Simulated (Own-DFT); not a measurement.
# Response to strain: wurtzite AlN, 128 atoms (Al64N64)

The numbers are computed, not measured, by runs of the plane-wave DFT program Own-DFT (in-house, retired, unreviewed) at fixed positions, with no spin and no spin-orbit coupling.

All runs used: PBE; PseudoDojo norm-conserving scalar-relativistic files; cutoff 42 hartree; 3 x 3 x 3 k mesh centred on Gamma; Gaussian smearing of 0.01 eV.

Caveats: k mesh not checked against a denser one; stress not checked against mesh or cutoff.

Unstrained cell vectors in Å: (12.448, 0.000, 0.000); (-6.224, 10.780, 0.000); (0.000, 0.000, 9.964). The unstrained cell has measured lattice constants (interpolated for alloys), not those of this functional. That, the random moves and any unrelaxed bonds set the pressure at no strain. Each run strains this cell uniformly, with the atoms carried along. Random moves of width 0.05 Å per axis were added to every atom. Strain is the symmetric tensor, in per cent. Stress is positive in tension, and the pressure is minus a third of its trace.

```
run,e_xx (%),e_yy (%),e_zz (%),e_yz (%),e_xz (%),e_xy (%),s_xx (GPa),s_yy (GPa),s_zz (GPa),s_yz (GPa),s_xz (GPa),s_xy (GPa),P (GPa),E (meV/atom)
1,1.89,0.93,0.21,-0.46,-0.85,-0.02,3.47,0.18,-4.16,-0.56,-2.61,0.34,0.17,25.0
2,0.80,0.06,1.01,0.84,0.68,-0.25,-0.65,-2.67,-2.66,1.17,1.35,-0.78,1.99,13.9
3,-1.41,-0.74,-0.50,1.26,-1.84,0.86,-15.16,-10.21,-10.83,3.29,-4.63,2.51,12.07,39.7
4,0.73,-1.63,1.63,-1.31,0.34,-1.50,-2.65,-13.19,1.56,-2.81,0.91,-6.73,4.76,24.0
5,0.90,0.01,1.05,-0.91,0.63,1.52,-1.71,-4.06,0.74,-2.17,1.53,5.74,1.68,6.0
6,0.98,-0.11,0.37,1.82,-0.21,-0.15,-0.48,-6.06,-3.74,5.37,-0.31,-1.51,3.43,23.8
7,-1.96,-0.29,-0.13,-1.41,1.24,-0.88,-17.75,-9.11,-7.00,-3.98,3.14,-4.16,11.29,33.1
8,1.87,1.60,-1.26,1.80,1.78,1.62,3.85,2.03,-10.35,4.38,4.50,5.54,1.49,31.0
9,1.37,0.24,1.72,0.12,-0.33,-1.10,2.30,-0.97,2.31,0.44,-0.69,-1.88,-1.21,0.0
10,-1.12,1.50,1.25,1.73,0.15,0.66,-7.65,-0.47,0.62,4.08,0.18,0.73,2.50,22.6
11,-0.75,-1.14,1.65,-0.95,1.44,-0.90,-9.21,-12.70,1.32,-2.11,3.80,-3.44,6.86,26.1
12,0.44,-1.58,-0.51,-0.77,1.24,-0.43,-6.92,-13.34,-8.56,-0.84,3.15,-1.65,9.61,33.8
13,-0.20,-1.72,1.10,1.72,-0.27,-0.50,-8.42,-12.84,-2.77,4.03,-1.03,-1.68,8.01,35.8
14,-1.73,-0.48,0.60,-1.35,1.27,1.46,-14.97,-10.55,-4.19,-4.27,3.20,5.38,9.90,40.2
15,0.56,-1.38,0.21,-0.03,0.29,-0.63,-4.73,-11.68,-4.78,-0.33,1.24,-3.31,7.07,15.7
16,-1.53,1.93,-0.29,-1.12,-1.46,-1.78,?,?,?,?,?,?,?,?
```

E is the free energy per atom, counted from the lowest run shown.

## Worked fit

Least squares on the runs shown: each stress against a constant and the strains, taken as fractions with shears doubled. Shear strains stay in the fit of a normal stress only where such slopes are resolved. The slopes, in GPa:

| stress | at no strain | per e_xx | per e_yy | per e_zz | scatter |
|---|---|---|---|---|---|
| s_xx | -6.5 | 498 ± 15 | 130 ± 19 | 127 ± 22 | 0.71 |
| s_yy | -6.1 | 114 ± 24 | 461 ± 29 | 52 ± 34 | 1.11 |
| s_zz | -6.1 | 42 ± 21 | 49 ± 25 | 475 ± 30 | 0.97 |

The slope of each shear stress on twice its own strain, from a fit on all six strains: yz 121 ± 8, xz 128 ± 5, xy 190 ± 18 GPa. These are stiffnesses along x, y and z of the frame in which the cell vectors are given, with the crystal's c axis along z: C11, C12, C13 and C33. Hexagonal symmetry asks that xx and yy behave alike, which is a second check on the noise. The atoms are held to the strained lattice; where symmetry lets them move under strain, relaxing them would lower some slopes. Slopes across the diagonal should nearly agree, so their difference gauges the noise. A ninth of the table's sum, 217 ± 3 GPa, estimates the bulk modulus near the mean pressure of these runs, 5.3 GPa, so it lies above the value at zero pressure.

## The run left out

Question: what normal stresses and pressure should run 16 give?

The fit gives s_xx = -11.9, s_yy = 0.9, s_zz = -7.2 and P = 6.1 GPa. DFT gave -9.47, 0.09, -8.09 and P = 5.82 GPa.
